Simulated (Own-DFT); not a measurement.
# Misfit strain and the stress it brings: wurtzite AlGaN with randomly placed atoms, 128 atoms (Al48Ga16N64)

Source: density functional calculations with Own-DFT, an unreviewed in-house program that is no longer used. Nothing was measured or relaxed, and spin and spin-orbit coupling are left out.

Method: PBE; PseudoDojo norm-conserving scalar-relativistic files (stringent for Ga); cutoff 96 hartree; 3 x 3 x 3 k mesh centred on Gamma; Gaussian smearing of 0.01 eV.

Keep in mind: k mesh not checked against a denser one; stress not checked against mesh or cutoff.

Unstrained cell vectors in Å: (12.525, 0.000, 0.000); (-6.262, 10.847, 0.000); (0.000, 0.000, 10.066). The unstrained cell has measured lattice constants (interpolated for alloys), not those of this functional. That, the random moves and any unrelaxed bonds set the pressure at no strain. Each run strains x and y alike by e, as a substrate would, and holds the height along z. Each atom got a random Gaussian move of width 0.05 Å along each axis. The random placing of the alloy's atoms differs from row to row. Stress is positive in tension.

```
e (%),u (Å),(s_xx + s_yy)/2 (GPa),s_zz (GPa)
-1.75,0.049,-16.95,-9.72
-1.50,0.052,-15.29,-9.31
-0.75,0.050,-10.75,-7.34
-0.50,0.053,-9.16,-8.19
0.25,0.052,-5.93,-5.71
0.75,0.049,?,?
1.25,0.053,0.05,-4.95
1.50,0.051,1.85,-4.47
2.75,0.050,7.60,-3.71
3.00,0.049,8.31,-2.67
```

## Analysis

With e as a fraction, the in-plane stress is -6.6 + 557 e - 1724 e² GPa (errors 11 and 609, scatter 0.40), and s_zz is -6.9 + 141 e GPa (slope ± 11, scatter 0.57). At e = 0 the first slope is C11 + C12 and the second 2 C13, both with the ions held to the strained lattice and at the cell's own pressure. A free layer would change its height as e changes, and the in-plane slope would drop by 2 C13²/C33 to the biaxial modulus. At fixed height, a misfit of 1 % moves the in-plane stress by about 5.6 GPa and s_zz by 1.4 GPa.

## Prediction

The question: what are the two stresses at e = 0.75 %?

From the fit: -2.5 and -5.8 GPa. The hidden result is -2.05 and -6.14 GPa.
